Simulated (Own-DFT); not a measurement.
Simulation results for Si3N4 (beta silicon nitride, atoms displaced)

A calculation, not a measurement: plane-wave PBE density functional theory by an unreviewed code, no spin, of a simulated periodic cell, stress positive in tension, free energy of the whole cell less one offset for each atom, forces on such cells passed a denser k mesh, this cell's mesh not checked; offsets are fitted by least squares, one for each functional and potential file, so energies compare only between cells with the same atoms and settings and are not formation energies; the far tail of each file's local potential was reset to the Coulomb form; each entry is a single point on an unrelaxed cell, so the pressure reflects the starting lattice, mostly measured values (interpolated for alloys), from which strain is counted, and rises with the displacements; printed positions are rounded, which can move forces by about a meV/angstrom; the program, named Own-DFT, is a retired in-house code; no spin-orbit coupling. Program: Own-DFT development build.

Common to all runs: functional PBE; potential files PseudoDojo norm-conserving, scalar-relativistic, standard set; wave cutoff 42 hartree; occupations Fermi-Dirac; smearing width 0.1 eV; k mesh 3 x 3 x 3 centred on Gamma.

```json
{"entry": 1, "formula": "Si3N4", "kind": "beta silicon nitride, atoms displaced", "structure": {"cell_angstrom": [[7.606, 0.0, 0.0], [-3.803, 6.587, 0.0], [0.0, 0.0, 8.727]], "atoms_fractional": [["Si", 0.16477, 0.76214, 0.08224], ["Si", 0.2349, 0.40645, 0.07252], ["Si", 0.61071, 0.83985, 0.07995], ["Si", 0.81749, 0.23249, 0.25335], ["Si", 0.77219, 0.59491, 0.24713], ["Si", 0.40447, 0.17194, 0.25159], ["N", 0.33165, 0.02465, 0.07087], ["N", 0.96656, 0.29242, 0.08639], ["N", 0.70301, 0.68325, 0.07659], ["N", 0.65999, 0.97399, 0.25287], ["N", 0.03867, 0.7107, 0.24956], ["N", 0.28641, 0.31404, 0.2436], ["N", 0.32503, 0.66704, 0.07896], ["N", 0.67777, 0.34348, 0.25428], ["Si", 0.17479, 0.77225, 0.41217], ["Si", 0.23218, 0.40065, 0.42599], ["Si", 0.59707, 0.8121, 0.41648], ["Si", 0.81353, 0.23247, 0.57668], ["Si", 0.7619, 0.58754, 0.57269], ["Si", 0.39922, 0.16133, 0.57936], ["N", 0.33161, 0.04141, 0.41342], ["N", 0.97549, 0.32326, 0.42143], ["N", 0.70437, 0.67169, 0.41687], ["N", 0.6648, 0.96762, 0.57668], ["N", 0.03524, 0.69998, 0.59536], ["N", 0.28737, 0.32642, 0.58705], ["N", 0.31718, 0.66513, 0.42264], ["N", 0.66789, 0.33111, 0.56871], ["Si", 0.17582, 0.76127, 0.74661], ["Si", 0.21931, 0.40144, 0.75224], ["Si", 0.58865, 0.81579, 0.74624], ["Si", 0.83622, 0.22109, 0.91928], ["Si", 0.76607, 0.60053, 0.91845], ["Si", 0.39261, 0.15892, 0.91801], ["N", 0.32499, 0.02853, 0.7549], ["N", 0.97524, 0.31785, 0.74938], ["N", 0.69682, 0.67788, 0.75053], ["N", 0.67123, 0.97399, 0.9219], ["N", 0.04332, 0.72259, 0.90901], ["N", 0.29903, 0.32755, 0.92823], ["N", 0.32546, 0.66393, 0.74798], ["N", 0.67021, 0.33663, 0.91018]]}, "results": {"free_energy_of_cell_above_offsets [eV]": "-2.322", "pressure [GPa]": 8.81, "stress_xx [GPa]": -9.64, "stress_yy [GPa]": -6.2, "stress_zz [GPa]": -10.58, "stress_yz [GPa]": 1.06, "stress_xz [GPa]": -0.2, "stress_xy [GPa]": 5.08, "force_element": ["Si", "Si", "Si", "Si", "Si", "Si", "N", "N", "N", "N", "N", "N", "N", "N", "Si", "Si", "Si", "Si", "Si", "Si", "N", "N", "N", "N", "N", "N", "N", "N", "Si", "Si", "Si", "Si", "Si", "Si", "N", "N", "N", "N", "N", "N", "N", "N"], "force_x [eV/angstrom]": [1.686, -2.855, -3.987, 3.272, -0.16, 0.351, 0.043, 0.46, 1.866, 0.778, -2.685, -0.092, 2.568, -2.858, -0.601, -2.087, -4.808, 3.934, 2.156, -0.512, -0.086, -0.768, 0.789, 0.208, -3.238, 2.964, 5.089, -3.879, -0.676, 2.624, -2.407, -2.996, 2.435, 1.779, 0.464, -2.614, 2.634, 0.103, -3.001, 1.176, 3.186, -0.256], "force_y [eV/angstrom]": [1.36, 1.544, -1.447, 0.553, 1.202, 1.234, -0.872, 0.421, -1.342, -1.33, -0.887, 1.291, -0.064, -1.026, 0.231, 1.041, 2.559, -0.46, 0.817, 2.421, -3.286, -1.852, -0.756, -0.051, -0.7, -1.432, -0.389, 0.347, 2.058, 1.013, 2.504, 3.151, -1.382, 4.355, -0.414, -2.698, -2.241, -1.229, -2.179, -1.076, -0.457, -0.533], "force_z [eV/angstrom]": [-1.875, 5.579, 2.024, 0.117, -0.966, -3.58, 5.47, 0.368, 2.73, 0.258, -0.059, 1.726, 0.221, -0.554, 2.557, -3.677, -0.544, 1.299, 4.596, 2.973, 0.278, -1.123, -2.084, 1.151, -5.469, 0.996, -0.468, 0.663, 2.066, 0.796, 0.591, -0.994, -2.414, -1.547, -3.206, -0.098, -1.341, -3.436, 2.075, -5.868, 0.219, 0.55]}}
{"entry": 2, "formula": "Si3N4", "kind": "beta silicon nitride, atoms displaced", "structure": {"cell_angstrom": [[7.606, 0.0, 0.0], [-3.803, 6.587, 0.0], [0.0, 0.0, 8.727]], "atoms_fractional": [["Si", 0.16693, 0.76741, 0.09145], ["Si", 0.22975, 0.40194, 0.07147], ["Si", 0.5997, 0.8136, 0.08581], ["Si", 0.83733, 0.23092, 0.24538], ["Si", 0.75821, 0.59472, 0.2552], ["Si", 0.40703, 0.17947, 0.25446], ["N", 0.32156, 0.02895, 0.08759], ["N", 0.9707, 0.31081, 0.08859], ["N", 0.70003, 0.67211, 0.08121], ["N", 0.65278, 0.94816, 0.2504], ["N", 0.03799, 0.70966, 0.24323], ["N", 0.30027, 0.3337, 0.25044], ["N", 0.34495, 0.67144, 0.08899], ["N", 0.67102, 0.32789, 0.24174], ["Si", 0.16985, 0.7623, 0.41247], ["Si", 0.22259, 0.39362, 0.42415], ["Si", 0.59768, 0.84316, 0.41931], ["Si", 0.82746, 0.22884, 0.5802], ["Si", 0.76635, 0.6077, 0.58326], ["Si", 0.41003, 0.18121, 0.58548], ["N", 0.33499, 0.03083, 0.42564], ["N", 0.9678, 0.3012, 0.41463], ["N", 0.70688, 0.66279, 0.41664], ["N", 0.66124, 0.96221, 0.57096], ["N", 0.04123, 0.70855, 0.57925], ["N", 0.30576, 0.33332, 0.59329], ["N", 0.34487, 0.65361, 0.42538], ["N", 0.67119, 0.33395, 0.58478], ["Si", 0.16721, 0.77031, 0.75132], ["Si", 0.24758, 0.42098, 0.7475], ["Si", 0.60636, 0.82878, 0.75042], ["Si", 0.84114, 0.23534, 0.90967], ["Si", 0.7696, 0.59403, 0.91715], ["Si", 0.40164, 0.18154, 0.91561], ["N", 0.327, 0.02409, 0.75521], ["N", 0.96418, 0.30046, 0.75409], ["N", 0.69563, 0.65992, 0.75578], ["N", 0.67618, 0.96862, 0.91648], ["N", 0.03572, 0.70032, 0.91524], ["N", 0.28496, 0.32579, 0.91448], ["N", 0.34584, 0.67287, 0.7398], ["N", 0.66696, 0.32777, 0.9176]]}, "results": {"free_energy_of_cell_above_offsets [eV]": "-2.439", "pressure [GPa]": 8.56, "stress_xx [GPa]": -4.84, "stress_yy [GPa]": -4.18, "stress_zz [GPa]": -16.67, "stress_yz [GPa]": -1.32, "stress_xz [GPa]": 4.12, "stress_xy [GPa]": 0.55, "force_element": ["Si", "Si", "Si", "Si", "Si", "Si", "N", "N", "N", "N", "N", "N", "N", "N", "Si", "Si", "Si", "Si", "Si", "Si", "N", "N", "N", "N", "N", "N", "N", "N", "Si", "Si", "Si", "Si", "Si", "Si", "N", "N", "N", "N", "N", "N", "N", "N"], "force_x [eV/angstrom]": [4.41, -0.951, -3.757, -3.522, 3.205, 0.638, -0.133, 1.853, 3.414, 1.38, -3.716, -0.004, -2.454, -0.605, 2.969, 1.753, -0.015, -1.603, 3.818, 1.329, -0.349, 0.615, -3.314, 1.572, -2.758, -0.149, -3.144, -0.501, 2.952, -2.367, -1.844, -4.256, 1.834, 1.95, -0.203, 3.778, -0.611, 0.757, -1.543, 1.85, -1.64, -0.639], "force_y [eV/angstrom]": [1.604, 2.654, 2.828, -1.94, -2.016, -1.111, 1.201, 0.023, -2.275, 4.894, -2.276, -0.607, -1.944, 1.079, 0.893, 1.88, -7.21, 0.384, -2.857, -1.724, -0.217, -0.386, 2.701, 4.525, -1.331, -0.795, 1.342, 0.961, -0.013, -0.427, 0.087, -1.934, -1.697, -2.23, 2.315, 1.671, 1.226, 0.528, -0.882, -0.63, 0.544, 1.162], "force_z [eV/angstrom]": [-4.802, 5.039, -1.34, 1.229, -2.872, -0.544, -0.646, -3.196, 0.541, -1.127, 4.389, -0.07, -0.926, 0.791, 0.538, -1.506, -3.949, 1.01, 0.779, 1.201, -1.715, 0.657, 0.894, 6.93, 1.109, -2.009, -0.57, -0.081, -1.054, 0.838, -0.122, 4.533, 0.985, 1.204, -0.707, -4.769, -1.49, 0.274, 1.355, -1.671, 1.05, -0.181]}}
{"entry": 3, "formula": "Si3N4", "kind": "beta silicon nitride, atoms displaced", "structure": {"cell_angstrom": [[7.606, 0.0, 0.0], [-3.803, 6.587, 0.0], [0.0, 0.0, 8.727]], "atoms_fractional": [["Si", 0.18139, 0.76668, 0.08905], ["Si", 0.22508, 0.40311, 0.07798], ["Si", 0.61167, 0.83273, 0.08493], ["Si", 0.83281, 0.22957, 0.24616], ["Si", 0.77406, 0.59616, 0.25158], ["Si", 0.40589, 0.18559, 0.25555], ["N", 0.32814, 0.03581, 0.09381], ["N", 0.97013, 0.29543, 0.0835], ["N", 0.68869, 0.669, 0.08549], ["N", 0.66371, 0.95614, 0.23702], ["N", 0.04498, 0.71008, 0.25799], ["N", 0.30564, 0.34178, 0.25117], ["N", 0.32275, 0.65903, 0.08451], ["N", 0.67279, 0.33613, 0.23773], ["Si", 0.16216, 0.77109, 0.41627], ["Si", 0.22634, 0.3906, 0.41703], ["Si", 0.59583, 0.81753, 0.41937], ["Si", 0.82961, 0.22825, 0.586], ["Si", 0.75895, 0.59088, 0.58375], ["Si", 0.41692, 0.18325, 0.5789], ["N", 0.33592, 0.02438, 0.42544], ["N", 0.96911, 0.28744, 0.42055], ["N", 0.68854, 0.66607, 0.41353], ["N", 0.65521, 0.97021, 0.58172], ["N", 0.02844, 0.70332, 0.57877], ["N", 0.30195, 0.32028, 0.58067], ["N", 0.32936, 0.67931, 0.41667], ["N", 0.64812, 0.32107, 0.58258], ["Si", 0.17632, 0.7676, 0.7459], ["Si", 0.22559, 0.39885, 0.74407], ["Si", 0.59773, 0.82898, 0.74266], ["Si", 0.8235, 0.23056, 0.92005], ["Si", 0.75945, 0.57034, 0.91967], ["Si", 0.41126, 0.18354, 0.91659], ["N", 0.33473, 0.0351, 0.74958], ["N", 0.97083, 0.30789, 0.75065], ["N", 0.70317, 0.67208, 0.74495], ["N", 0.66431, 0.96888, 0.9048], ["N", 0.02515, 0.69739, 0.91015], ["N", 0.30277, 0.33688, 0.91172], ["N", 0.32322, 0.66396, 0.7519], ["N", 0.6683, 0.3385, 0.90739]]}, "results": {"stress_yy [GPa]": null, "stress_xx [GPa]": null}}
```

To be estimated
1. Give the missing stress yy for Si3N4 (beta silicon nitride, atoms displaced) (entry 3).
2. Si3N4 (beta silicon nitride, atoms displaced) (entry 3): stress xx?
3. Give the table of force values for Si3N4 (beta silicon nitride, atoms displaced) (entry 3).

Answers
1. -8.38 GPa
2. -10.31 GPa
3. 
Force:
| element | x (eV/Å) | y (eV/Å) | z (eV/Å) |
| --- | --- | --- | --- |
| Si | -1.727 | 1.396 | -1.878 |
| Si | 1.726 | 1.502 | 0.498 |
| Si | -4.074 | -2.487 | -5.325 |
| Si | -1.816 | -1.613 | 1.547 |
| Si | -0.207 | 0.59 | -0.879 |
| Si | 1.477 | -2.115 | 0.382 |
| N | 0.12 | 0.14 | -1.981 |
| N | -0.556 | -0.447 | -0.721 |
| N | 4.438 | -2.892 | -0.612 |
| N | 0.542 | 4.904 | 5.997 |
| N | -4.576 | -2.272 | -4.074 |
| N | -0.026 | -0.77 | -1.119 |
| N | 2.678 | 0.864 | -0.354 |
| N | 0.296 | 0.004 | 0.897 |
| Si | 4.304 | 1.216 | 3.047 |
| Si | -0.666 | 4.116 | 0.545 |
| Si | -4.745 | 1.651 | -1.574 |
| Si | -2.413 | -0.018 | -0.228 |
| Si | 1.59 | -0.432 | -0.629 |
| Si | -3.744 | -6.378 | 1.617 |
| N | -0.789 | 2.51 | -2.342 |
| N | -0.795 | -0.375 | -1.16 |
| N | 3.191 | -1.746 | 0.555 |
| N | 1.485 | 0.43 | -0.806 |
| N | -1.94 | -1.187 | 1.143 |
| N | -2.604 | 1.597 | 0.312 |
| N | 1.9 | -3.048 | 0.323 |
| N | 7.563 | 5.839 | -0.231 |
| Si | -1.62 | 1.313 | 0.404 |
| Si | 0.785 | 1.984 | 0.294 |
| Si | -1.426 | -2.279 | 0.811 |
| Si | 0.073 | -0.481 | -1.672 |
| Si | -1.335 | 9.081 | -0.564 |
| Si | -1.1 | -2.907 | 0.089 |
| N | -0.182 | -0.237 | 0.393 |
| N | -0.642 | -1.049 | 0.178 |
| N | -0.72 | -0.251 | 1.644 |
| N | 0.612 | 0.933 | 2.74 |
| N | 0.181 | -0.013 | 2.186 |
| N | 0.244 | -0.551 | 0.578 |
| N | 3.165 | -0.677 | -0.575 |
| N | 1.333 | -5.845 | 0.544 |

Further results for Si3N4 (beta silicon nitride, atoms displaced) (entry 3):

- free energy of cell above offsets: -2.510 eV
- pressure: 8.86 GPa
- stress zz: -7.88 GPa
- stress yz: -3.6 GPa
- stress xz: 1.22 GPa
- stress xy: 0.99 GPa
